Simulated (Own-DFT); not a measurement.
## Calculated data, Al31GaO48 (corundum with substituted atoms, atoms displaced)

Computed with Own-DFT development build. A calculation, not a measurement: plane-wave PBE density functional theory by an unreviewed code, no spin, of a simulated periodic cell, stress positive in tension, free energy of the whole cell less one offset for each atom, defect cell not probed for a lower state with spin; oxygen file: force components 24 meV/angstrom off all-electron in one glass; forces on such cells passed a denser k mesh, this cell's mesh not checked; offsets are fitted by least squares, one for each functional and potential file, so energies compare only between cells with the same atoms and settings and are not formation energies; the far tail of each file's local potential was reset to the Coulomb form; each entry is a single point on an unrelaxed cell, so the pressure reflects the starting lattice, mostly measured values, from which strain is counted, and rises with the displacements; printed positions are rounded, which can move forces by about a meV/angstrom; the program is a retired in-house code; no spin-orbit coupling; before rounding, a Quantum ESPRESSO 7.3.1 run of the same cell and cutoff gave forces within 1 meV/angstrom rms on each cell, which checks the program and not the settings.

Common to all runs: functional PBE; potential files PseudoDojo norm-conserving, scalar-relativistic, standard set; wave cutoff 72 hartree; occupations Fermi-Dirac; smearing width 0.1 eV; k mesh 3 x 3 x 3 centred on Gamma.

(1) Al31GaO48 (corundum with substituted atoms, atoms displaced)

```
Al31GaO48
1.0
      5.4940     0.0000     8.6604
     -2.7470     4.7579     8.6604
     -2.7470    -4.7579     8.6604
Al Ga O Al O Al O Al O Al O Al O Al O Al O
3 1 6 4 6 4 6 4 6 4 6 4 6 4 6 4 6
Direct
  0.18437 0.17396 0.16892
  0.32020 0.32462 0.31873
  0.44018 0.41538 0.42913
  0.08006 0.08357 0.06688
  0.27539 0.46548 0.11869
  0.47448 0.11034 0.28621
  0.10993 0.28445 0.47306
  0.22623 0.02274 0.38088
  0.03190 0.36322 0.21780
  0.37506 0.22307 0.02778
  0.17107 0.18504 0.66179
  0.32885 0.32347 0.82186
  0.41991 0.43067 0.92381
  0.07407 0.08407 0.57408
  0.28069 0.47933 0.61769
  0.47931 0.12739 0.78211
  0.11786 0.28986 0.97348
  0.22611 0.03543 0.86860
  0.03550 0.36815 0.72083
  0.38614 0.21416 0.52707
  0.17315 0.68409 0.17826
  0.31983 0.82751 0.32493
  0.42455 0.93260 0.43391
  0.07691 0.57332 0.07192
  0.27544 0.96734 0.12792
  0.47625 0.62287 0.27818
  0.12722 0.77585 0.47309
  0.22434 0.52327 0.37520
  0.02573 0.87316 0.22388
  0.37782 0.72265 0.02396
  0.17305 0.67517 0.67864
  0.31766 0.82634 0.81411
  0.42666 0.92392 0.92329
  0.06939 0.57117 0.56863
  0.27726 0.97560 0.62126
  0.45807 0.62324 0.78474
  0.12926 0.77687 0.96296
  0.21221 0.52625 0.88445
  0.01697 0.87938 0.72057
  0.37419 0.72240 0.53635
  0.66667 0.17916 0.17453
  0.82356 0.32547 0.31025
  0.92316 0.42650 0.41935
  0.56907 0.06660 0.07175
  0.77254 0.47215 0.13270
  0.98302 0.11923 0.28311
  0.63492 0.28582 0.45520
  0.71192 0.03765 0.37345
  0.53103 0.37486 0.21687
  0.87664 0.22495 0.02640
  0.67815 0.17031 0.68318
  0.82629 0.31735 0.82459
  0.92501 0.42387 0.93212
  0.56460 0.08723 0.57226
  0.77740 0.47578 0.62921
  0.97009 0.13005 0.77529
  0.62673 0.27633 0.96678
  0.71597 0.03292 0.88140
  0.53111 0.36586 0.71839
  0.87709 0.23438 0.51085
  0.68728 0.67408 0.17194
  0.82111 0.81526 0.33165
  0.92388 0.93333 0.41796
  0.56346 0.58468 0.07496
  0.76889 0.98054 0.11829
  0.96028 0.62680 0.28448
  0.62137 0.77428 0.46807
  0.72588 0.52871 0.37190
  0.52946 0.87001 0.22632
  0.87668 0.72694 0.02350
  0.68166 0.66725 0.67839
  0.82708 0.83498 0.81696
  0.92834 0.92700 0.92983
  0.56611 0.57956 0.59129
  0.77175 0.97663 0.62770
  0.98316 0.61399 0.77205
  0.63041 0.77603 0.97124
  0.72350 0.52681 0.87793
  0.53899 0.87290 0.71600
  0.87497 0.71358 0.53356
```

- free energy of cell above offsets: -52.842 eV
- pressure: 10.66 GPa
- stress xx: -11.25 GPa
- stress yy: -11.38 GPa
- stress zz: -9.34 GPa
- stress yz: 0.24 GPa
- stress xz: -0.31 GPa
- stress xy: 0.87 GPa

Force:
```tsv
element	x (eV/Å)	y (eV/Å)	z (eV/Å)
Al	-1.131	-1.173	0.554
Al	0.543	0.371	0.666
Al	-1.945	2.292	-0.309
Ga	-0.688	-0.809	-1.751
O	-1.174	-0.884	2.073
O	-1.293	3.163	1.476
O	2.291	0.181	1.845
O	-0.311	0.994	-0.114
O	-0.798	1.754	1.947
O	0.184	-0.132	-0.331
Al	0.344	-1.335	2.502
Al	-0.943	0.978	-0.496
Al	1.218	-1.583	-0.663
Al	-0.157	-0.178	-3.749
O	1.007	-1.451	-0.228
O	-0.307	-0.461	-2.102
O	1.815	-0.051	0.713
O	1.452	0.489	-1.447
O	-0.488	0.434	-0.333
O	-2.983	1.533	-1.837
Al	0.943	-0.47	-0.525
Al	1.051	-1.338	0.864
Al	1.458	-0.875	-3.57
Al	-1.138	-0.899	-0.808
O	1.407	0.494	1.01
O	-0.753	0.213	-0.48
O	-0.763	0.767	-0.874
O	0.239	0.513	-1.041
O	-0.595	-0.282	-0.312
O	-1.285	0.255	-0.938
Al	0.521	0.386	-0.661
Al	0.411	-0.553	2.297
Al	0.696	0.334	0.41
Al	0.632	-0.79	2.352
O	-1.468	-0.08	0.865
O	0.585	0.789	1.381
O	-0.854	-0.493	0.705
O	1.743	1.228	-0.553
O	0.838	0.691	1.772
O	-0.564	-0.262	-0.315
Al	1.169	-0.038	0.181
Al	0.739	-1.631	2.734
Al	-1.512	0.294	-1.182
Al	-0.571	-0.748	1.556
O	1.126	2.155	-1.289
O	-0.818	0.117	-0.843
O	-0.767	-2.559	-0.695
O	1.364	-0.87	0.208
O	-0.952	0.035	-0.488
O	-1.168	-0.003	-0.97
Al	1.182	1.718	0.046
Al	-1.257	0.457	1.306
Al	-0.864	1.408	-0.464
Al	3.237	-2.271	1.04
O	0.091	-0.163	-1.01
O	1.065	-0.866	-0.658
O	-1.059	0.236	0.121
O	1.931	0.654	-1.028
O	-1.442	1.177	2.051
O	-0.51	-3.037	0.313
Al	-1.588	-0.578	-0.335
Al	-1.071	1.602	0.21
Al	-0.215	-1.217	0.672
Al	1.775	-1.175	0.725
O	0.888	-1.596	1.373
O	2.16	0.605	0.068
O	0.068	-0.658	2.004
O	-0.549	0	0.423
O	-0.032	0.499	-0.632
O	0.564	-0.336	0.346
Al	-0.808	0.114	1.519
Al	-0.026	-1.671	-1.479
Al	-0.738	0.247	-1.133
Al	2.101	1.061	-3.4
O	0.72	0.68	-0.344
O	-1.836	0.39	0.694
O	-0.417	0.633	-0.172
O	-0.278	0.062	-0.351
O	-0.989	-0.206	-0.786
O	-0.458	1.72	-0.325
```

(2) Al31GaO48 (corundum with substituted atoms, atoms displaced)

```
Al31GaO48
1.0
      5.4940     0.0000     8.6604
     -2.7470     4.7579     8.6604
     -2.7470    -4.7579     8.6604
Al O Al O Al O Al O Al Ga Al O Al O Al O Al O
4 6 4 6 4 6 4 6 2 1 1 6 4 6 4 6 4 6
Direct
  0.17987 0.16668 0.16886
  0.31596 0.32489 0.33107
  0.42402 0.43132 0.41133
  0.05537 0.07980 0.07332
  0.27840 0.47545 0.12288
  0.47186 0.11302 0.30306
  0.12663 0.27198 0.48998
  0.22970 0.02111 0.37047
  0.02651 0.39429 0.21688
  0.37669 0.23965 0.01247
  0.17287 0.20479 0.66985
  0.33724 0.33019 0.80315
  0.43802 0.42488 0.90637
  0.06334 0.07820 0.57338
  0.27082 0.45485 0.63680
  0.46997 0.14355 0.76741
  0.11974 0.27495 0.95878
  0.23004 0.01660 0.88032
  0.03212 0.39414 0.71298
  0.37122 0.21886 0.53271
  0.18782 0.68096 0.17731
  0.32948 0.83396 0.31117
  0.40874 0.94709 0.41276
  0.06193 0.58669 0.07008
  0.27002 0.97387 0.13527
  0.47489 0.62839 0.27994
  0.09718 0.79180 0.49356
  0.23595 0.51327 0.36810
  0.04159 0.87083 0.20555
  0.39028 0.71734 0.02666
  0.17985 0.67392 0.68352
  0.33570 0.81594 0.82729
  0.43440 0.93187 0.92088
  0.07698 0.58078 0.57500
  0.27303 0.97919 0.63852
  0.49200 0.62563 0.75775
  0.12739 0.77017 0.98260
  0.23762 0.53199 0.86854
  0.04170 0.88670 0.70439
  0.37329 0.73030 0.52956
  0.65000 0.18755 0.18151
  0.82084 0.33164 0.32260
  0.92675 0.42853 0.41766
  0.57924 0.07115 0.06982
  0.77756 0.46209 0.14316
  0.96381 0.13685 0.26230
  0.61833 0.28015 0.46502
  0.72351 0.04050 0.36306
  0.53940 0.36511 0.22192
  0.88882 0.22833 0.03190
  0.67817 0.18425 0.67405
  0.82057 0.32594 0.83322
  0.93773 0.42478 0.92075
  0.57032 0.07822 0.57364
  0.78120 0.47375 0.63943
  0.96235 0.12826 0.77008
  0.62336 0.26745 0.98939
  0.73652 0.02055 0.85929
  0.52481 0.37018 0.73694
  0.87092 0.22572 0.51681
  0.68039 0.67340 0.18053
  0.82638 0.81790 0.32657
  0.93697 0.92319 0.43062
  0.58139 0.56777 0.08634
  0.77324 0.97066 0.11910
  0.95936 0.63237 0.27205
  0.61289 0.78750 0.47240
  0.73395 0.53345 0.36939
  0.53561 0.88179 0.20374
  0.88388 0.70884 0.01971
  0.68997 0.67923 0.64661
  0.82515 0.80589 0.83424
  0.92346 0.93241 0.93363
  0.57592 0.54988 0.58002
  0.77248 0.97912 0.63092
  0.95793 0.64720 0.77364
  0.62539 0.77600 0.97543
  0.72067 0.53212 0.86411
  0.53128 0.88045 0.69609
  0.86359 0.71680 0.52928
```

* free energy of cell above offsets: -41.733 eV
* pressure: 16.21 GPa
* stress xx: -17.22 GPa
* stress yy: -16.74 GPa
* stress zz: -14.65 GPa
* stress yz: -0.58 GPa
* stress xz: -1.04 GPa
* stress xy: 0.15 GPa

Force:
```tsv
element	x (eV/Å)	y (eV/Å)	z (eV/Å)
Al	-1.426	2.292	1.093
Al	1.202	0.137	-1.945
Al	0.654	-2.472	1.104
Al	5.07	-2.205	1.832
O	0.632	-0.842	0.49
O	-0.294	3.813	-0.238
O	-0.155	2.206	-2.146
O	-2.252	1.919	-0.519
O	2.757	-1.894	-3.644
O	0.036	-3.358	-1.174
Al	1.209	-4.311	-2.182
Al	-3.241	-3.123	0.644
Al	-4.018	-1.761	4.84
Al	0.916	-0.076	2.955
O	-0.082	4.472	0.463
O	1.491	-2.509	-1.127
O	2.861	-0.553	4.389
O	-1.153	0.848	0.931
O	-0.543	-1.374	-1.116
O	0.981	1.854	1.517
Al	1.957	0.236	-3.366
Al	-0.066	-2.508	0.658
Al	1.085	-5.781	2.866
Al	3.224	-0.705	3.031
O	1.724	1.17	-1.235
O	-0.693	-0.693	-0.542
O	6.149	-1.422	0.866
O	-3.062	1.172	2.373
O	-2.73	-1.027	1.498
O	-0.48	-0.276	0.1
Al	-1.05	1.955	1.062
Al	-0.025	1.844	-1.074
Al	-0.798	0.087	-1.513
Al	-1.064	0.696	-0.971
O	0.617	0.957	-2.096
O	-2.03	-2.393	-1.114
O	-0.24	1.515	-0.458
O	-1.337	0.613	-1.904
O	-0.298	-3.641	-1.515
O	1.078	-0.579	-2.199
Al	3.895	-2.965	0.671
Al	0.974	-2.346	-0.625
Ga	0.267	-1.686	4.265
Al	0.386	1.386	-0.329
O	-0.125	4.133	-1.627
O	0.412	-1.986	2.17
O	-0.242	0.593	2.198
O	0.974	-1.178	-0.033
O	-3.193	2.09	1.905
O	-5.147	3.49	-5.955
Al	1.342	-1.938	-2.319
Al	0.244	-0.105	-0.045
Al	-2.576	1.151	-0.954
Al	1.433	0.168	-0.749
O	2.063	0.259	-4.095
O	-2.037	-0.032	2.365
O	0.222	2.185	-1.122
O	-2.249	-1.007	1.479
O	3.936	1.986	-2.165
O	0.286	-0.357	0.384
Al	0.159	0.921	0.143
Al	-1.728	1.708	-0.359
Al	-5.242	3.515	-2.853
Al	1.471	2.067	-2.142
O	-0.572	-1.207	1.562
O	0.406	0.693	1.775
O	2.225	1.266	-0.854
O	-3.221	-0.581	-2.376
O	-0.994	-1.278	-0.478
O	-1.945	1.07	-0.134
Al	-6.132	-3.078	-1.203
Al	-4.144	4.508	3.015
Al	2.84	1.451	-1.216
Al	-1.33	4.595	3.52
O	0.924	0.333	-1.396
O	5.492	-3.734	-2.766
O	-0.099	-0.348	0.002
O	-0.511	-1.957	2.487
O	-0.577	-1.321	2.663
O	5.509	3.254	4.559
```

(3) Al31GaO48 (corundum with substituted atoms, atoms displaced)

```
Al31GaO48
1.0
      5.4940     0.0000     8.6604
     -2.7470     4.7579     8.6604
     -2.7470    -4.7579     8.6604
Al O Al O Al O Al O Al Ga Al O Al O Al O Al O
4 6 4 6 4 6 4 6 1 1 2 6 4 6 4 6 4 6
Direct
  0.17644 0.17678 0.17268
  0.32545 0.32063 0.32809
  0.42945 0.42605 0.42120
  0.07421 0.06737 0.08086
  0.27350 0.46773 0.13227
  0.47545 0.12235 0.27838
  0.12422 0.27474 0.47741
  0.22035 0.02497 0.38231
  0.03351 0.37349 0.21909
  0.37791 0.22024 0.02961
  0.18045 0.17176 0.67648
  0.32479 0.32072 0.82773
  0.42461 0.42739 0.92824
  0.06968 0.07493 0.57820
  0.27394 0.47524 0.62251
  0.47491 0.12477 0.78268
  0.13033 0.27252 0.97268
  0.21419 0.03367 0.87888
  0.02529 0.37682 0.72077
  0.37778 0.22867 0.52617
  0.18319 0.68051 0.17011
  0.31828 0.83054 0.32563
  0.42564 0.92908 0.42508
  0.07069 0.57768 0.07346
  0.28591 0.97222 0.12592
  0.47070 0.62675 0.27868
  0.12146 0.77969 0.47699
  0.22162 0.53055 0.36850
  0.02582 0.87972 0.22132
  0.38204 0.72826 0.01922
  0.17135 0.67788 0.67513
  0.32445 0.83040 0.82134
  0.42448 0.92401 0.92425
  0.08046 0.56857 0.57561
  0.27526 0.96848 0.62886
  0.47133 0.62652 0.77814
  0.12623 0.77993 0.97066
  0.22122 0.52785 0.87994
  0.02920 0.87332 0.71959
  0.37396 0.72243 0.52522
  0.67947 0.17413 0.17079
  0.82577 0.32521 0.32019
  0.92846 0.42548 0.42346
  0.56781 0.07704 0.07529
  0.77996 0.47559 0.12222
  0.97776 0.12758 0.27620
  0.62438 0.27164 0.47711
  0.71739 0.03443 0.37315
  0.52393 0.37586 0.22464
  0.86911 0.22343 0.03160
  0.67526 0.17545 0.67359
  0.82082 0.32203 0.82681
  0.92609 0.41753 0.93475
  0.57269 0.07612 0.56741
  0.77494 0.47310 0.62683
  0.97340 0.12997 0.77613
  0.62094 0.27666 0.97449
  0.71570 0.02836 0.88080
  0.52640 0.37103 0.72520
  0.87526 0.21704 0.52493
  0.67941 0.67870 0.16723
  0.81971 0.82258 0.32765
  0.92590 0.92449 0.43280
  0.56803 0.57415 0.07546
  0.77890 0.97611 0.12056
  0.96693 0.61884 0.28354
  0.62351 0.78022 0.47263
  0.72044 0.52756 0.37705
  0.52754 0.87484 0.21970
  0.87778 0.71759 0.02869
  0.67761 0.66962 0.68093
  0.82212 0.82060 0.83067
  0.91982 0.93005 0.93135
  0.57368 0.57534 0.57700
  0.77630 0.97470 0.61919
  0.96960 0.62110 0.77999
  0.63134 0.77247 0.97056
  0.71908 0.52805 0.87873
  0.52916 0.88128 0.71398
  0.87681 0.71838 0.53069
```

- free energy of cell above offsets: -56.807 eV
- pressure: 8.71 GPa
- stress xx: -8.5 GPa
- stress yy: -9.48 GPa
- stress zz: -8.16 GPa
- stress yz: -0.03 GPa
- stress xz: -0.21 GPa
- stress xy: -0.3 GPa

Force:
```tsv
element	x (eV/Å)	y (eV/Å)	z (eV/Å)
Al	0.134	-0.448	1.016
Al	-0.402	0.586	-0.518
Al	-0.487	-0.116	0.948
Al	-0.504	1.123	0.609
O	0.528	0.863	0.445
O	-0.528	0.05	0.153
O	0.408	0.369	0.052
O	0.141	1.024	-0.186
O	0.18	0.293	0.674
O	-1.001	0.189	-0.43
Al	-1.092	0.948	0.105
Al	0.218	0.851	0.22
Al	-0.385	-0.043	-0.525
Al	0.317	0.079	-0.353
O	0.613	-0.674	0.482
O	-0.114	-0.465	-1.319
O	-0.616	0.212	-0.416
O	1.181	-0.363	-0.066
O	0.321	-0.716	0.032
O	-0.795	-0.809	-1.336
Al	-0.712	-0.716	-1.035
Al	0.947	-1.003	0.403
Al	0.053	-0.64	-0.754
Al	0.603	-0.849	0.482
O	-0.266	0.318	-1.431
O	0.175	0.172	-0.544
O	0.395	0.48	-0.44
O	-0.258	-0.392	0.785
O	0.461	-0.977	-0.45
O	-1.009	-0.501	-0.881
Al	0.622	-0.599	0.566
Al	0.382	-0.356	-1.055
Al	0.436	0.816	1.996
Al	-0.836	0.29	-0.738
O	0.103	0.456	0.675
O	-0.261	-0.146	0.279
O	-0.269	-0.211	0.321
O	0.312	0.599	-0.684
O	-1.146	-0.199	0.502
O	0.04	-0.56	0.546
Al	-1.108	-0.455	0.255
Ga	-0.917	-0.309	-0.254
Al	-0.374	-0.7	-0.395
Al	0.504	-0.493	-0.151
O	-0.19	0.672	-0.891
O	1.358	-1.321	-1.79
O	-0.926	0.762	-0.441
O	1.096	-0.116	-0.428
O	0.812	0.364	-0.147
O	0.964	0.029	0.626
Al	-0.151	-0.365	0.086
Al	0.208	0.747	0.403
Al	0.338	1.407	-0.231
Al	0.278	-0.315	1.265
O	0.3	-0.298	-0.155
O	-0.23	-1.116	-0.926
O	0.354	0.357	0.602
O	1.186	0.257	-0.096
O	-0.111	0.75	0.632
O	-0.124	-0.902	1.784
Al	-1.211	-1.33	0.335
Al	0.534	-0.082	0.375
Al	0.113	0.437	-0.69
Al	0.936	-0.245	1.039
O	-0.319	-1.058	0.405
O	-0.106	1.74	1.063
O	-0.176	-0.106	-0.139
O	-0.435	0.639	0.512
O	0.063	0.13	0.609
O	-0.413	0.779	0.256
Al	0.12	0.816	0.354
Al	0.837	1.241	-0.38
Al	1.131	0.616	-0.6
Al	0.029	0.175	-1.149
O	-0.418	-1.367	0.934
O	-0.103	-0.038	0.626
O	-1.023	0.425	-0.564
O	0.003	-0.268	-0.365
O	-0.558	-0.908	-0.31
O	-0.162	0.513	-0.185
```
